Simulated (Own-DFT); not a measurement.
# Energy and forces against displacement in beta-Si3N4, 112 atoms (N64Si48)

All numbers below are calculated, not measured. The program, named Own-DFT, is a retired in-house plane-wave density functional code that no person has reviewed. Each row is one single-point run on a periodic cell that was not relaxed, without spin or spin-orbit coupling.

Settings of every run: PBE; PseudoDojo norm-conserving scalar-relativistic files; cutoff 42 hartree; 2 x 2 x 4 k mesh centred on Gamma; Fermi-Dirac smearing of 0.1 eV.

Known limits, some of them of some rows only: some atoms lie very close together; forces on such cells moved up to 12 meV/angstrom on a denser k mesh; stress not checked against mesh or cutoff.

Cell vectors in Å: (15.212, 0.000, 0.000); (-7.606, 13.174, 0.000); (0.000, 0.000, 5.818). In each run every atom was moved at random and independently from its ideal site; u is the rms move along one axis. E is the free energy for each atom above the fitted value at u = 0, and F the rms of the force components.

| run | u (Å) | E (meV/atom) | F (eV/Å) | largest force (eV/Å) | P (GPa) |
|---|---|---|---|---|---|
| 1 | 0.0211 | 22.4 | 0.903 | 3.92 | 5.62 |
| 2 | 0.0213 | 24.0 | 0.947 | 3.64 | 5.68 |
| 3 | 0.0474 | ? | ? | ? | ? |
| 4 | 0.0510 | 118.0 | 2.032 | 7.95 | 8.09 |
| 5 | 0.0947 | 495.2 | 5.375 | 33.27 | 18.25 |
| 6 | 0.1037 | 526.1 | 4.733 | 24.82 | 18.40 |
| 7 | 0.1429 | 1090.1 | 8.688 | 35.04 | 33.47 |

## Worked fit

For small independent moves the energy grows as E = (3/2) K u², with K the mean stiffness felt by one atom. The runs with u up to 0.11 Å give K = 33.6 ± 1.7 eV/Å², with residuals divided by u² + 0.0006 Å², since the noise grows with the moves. The scatter is 11.3 meV/atom at u = 0.05 Å. The forces follow F = G u with G = 46.2 eV/Å²; no force at u = 0 is resolved. G exceeds K because the moves of its neighbours add to the force on an atom, and stiffness differs between atoms. At u = 0.143 Å the parabola gives 1029 meV/atom and the run 1090. The pressure follows P = 5.00 + 1336 u² GPa: at fixed volume, shortened bonds push harder than stretched ones pull.

## Withheld run

Question: what energy and rms force should run 3 give?

The fit gives 113 ± 12 meV/atom and about 2.19 eV/Å. The calculation gave 103.6 meV/atom and 1.961 eV/Å.
